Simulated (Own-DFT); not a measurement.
# Bulk modulus against bond length in tetrahedral crystals

The numbers are computed, not measured, by runs of the plane-wave DFT program Own-DFT (in-house, retired, unreviewed) at fixed positions, with no spin and no spin-orbit coupling.

Limits (not all hold for every row): forces on such cells moved up to 12 meV/angstrom on a denser k mesh; forces not confirmed at this smearing and k mesh; k mesh not checked against a denser one; forces on such cells passed a denser k mesh, each cell not checked; stress not checked against mesh or cutoff.

All runs are PBE with PseudoDojo norm-conserving files; cutoff and k mesh are each material's own. Every cell starts from measured lattice constants and was given uniform random strains and small random moves of its atoms. Each triple is the change of volume in per cent, the rms move u in Å and the pressure in GPa.

- 2H SiC (C36Si36), 10.36 Å³/atom unstrained: (-3.98, 0.049, 14.86); (-1.27, 0.053, 9.30); (0.48, 0.053, 4.22); (0.67, 0.048, 4.15); (1.76, 0.047, 1.34); (2.53, 0.049, -0.21); (2.80, 0.048, -0.52)
- wurtzite AlN (Al36N36), 10.45 Å³/atom unstrained: (-1.15, 0.050, 7.68); (-0.93, 0.050, 7.90); (-0.79, 0.053, 7.70); (-0.24, 0.048, 6.50); (0.04, 0.049, 6.03); (1.53, 0.053, 3.32); (2.86, 0.048, 0.12)
- wurtzite GaN (Ga48N48), 11.42 Å³/atom unstrained: (-2.80, 0.049, 13.52); (-1.92, 0.051, 11.33); (-1.65, 0.050, 10.49); (-1.08, 0.049, 9.49); (-0.54, 0.049, 8.21); (1.47, 0.049, 4.37); (2.16, 0.050, 3.02)
- diamond silicon (Si64), 20.02 Å³/atom unstrained: withheld
- zincblende GaAs (As32Ga32), 22.58 Å³/atom unstrained: (-3.56, 0.050, 7.17); (-2.46, 0.051, 5.99); (-0.36, 0.051, 4.42); (1.44, 0.050, 3.05); (1.63, 0.048, 3.01); (2.10, 0.052, 2.49); (3.09, 0.050, 2.05)
- grey tin (Sn64), 34.15 Å³/atom unstrained: (-3.74, 0.048, 5.85); (-1.17, 0.056, 4.50); (-0.94, 0.052, 4.24); (-0.41, 0.047, 3.85); (-0.18, 0.049, 3.75); (0.57, 0.049, 3.34); (1.02, 0.049, 3.14)

## Analysis

Fit a line to each set against the fractional change of volume; B is minus its slope, and u is nearly the same within a set. To take it to zero pressure, assume that B rises by 4 GPa for each GPa: B0 = B - 4 x (mean pressure). The bond length of an ideal tetrahedral crystal with the unstrained volume v is d = (√3/4)(8 v)^(1/3). Cohen's empirical rule reads B0 = (1971 - 220 L) d^(-3.5) GPa, with L = 0 for group IV crystals and SiC and 1 for III-V compounds.

| material | L | d (Å) | B (GPa) | mean P (GPa) | B0 (GPa) | rule (GPa) |
|---|---|---|---|---|---|---|
| 2H SiC (C36Si36) | 0 | 1.888 | 234 ± 6 | 4.7 | 215 ± 6 | 213 |
| wurtzite AlN (Al36N36) | 1 | 1.893 | 194 ± 9 | 5.6 | 172 ± 9 | 188 |
| wurtzite GaN (Ga48N48) | 1 | 1.950 | 207 ± 6 | 8.6 | 172 ± 6 | 169 |
| diamond silicon (Si64) | 0 | 2.352 | ? | ? | ? | 99 |
| zincblende GaAs (As32Ga32) | 1 | 2.448 | 77 ± 3 | 4.0 | 61 ± 3 | 76 |
| grey tin (Sn64) | 0 | 2.810 | 58 ± 2 | 4.1 | 42 ± 2 | 53 |

A line through ln[B0/(1971 - 220 L)] against ln d has a slope of -4.1 ± 0.2 and a scatter of 6 %. Against the rule, B0 stands at 101 % for 2H SiC, 92 % for wurtzite AlN, 102 % for wurtzite GaN, 80 % for zincblende GaAs, 79 % for grey tin. PBE tends to make silicon and heavier crystals too soft, and the rule itself is only a guide.

## Test on the hidden row

Q: what B0 does the fitted trend give for diamond silicon (Si64)?

The line gives 85 GPa. Its own runs give B = 99 ± 6 GPa at a mean pressure of 2.4 GPa, so B0 = 89 GPa.
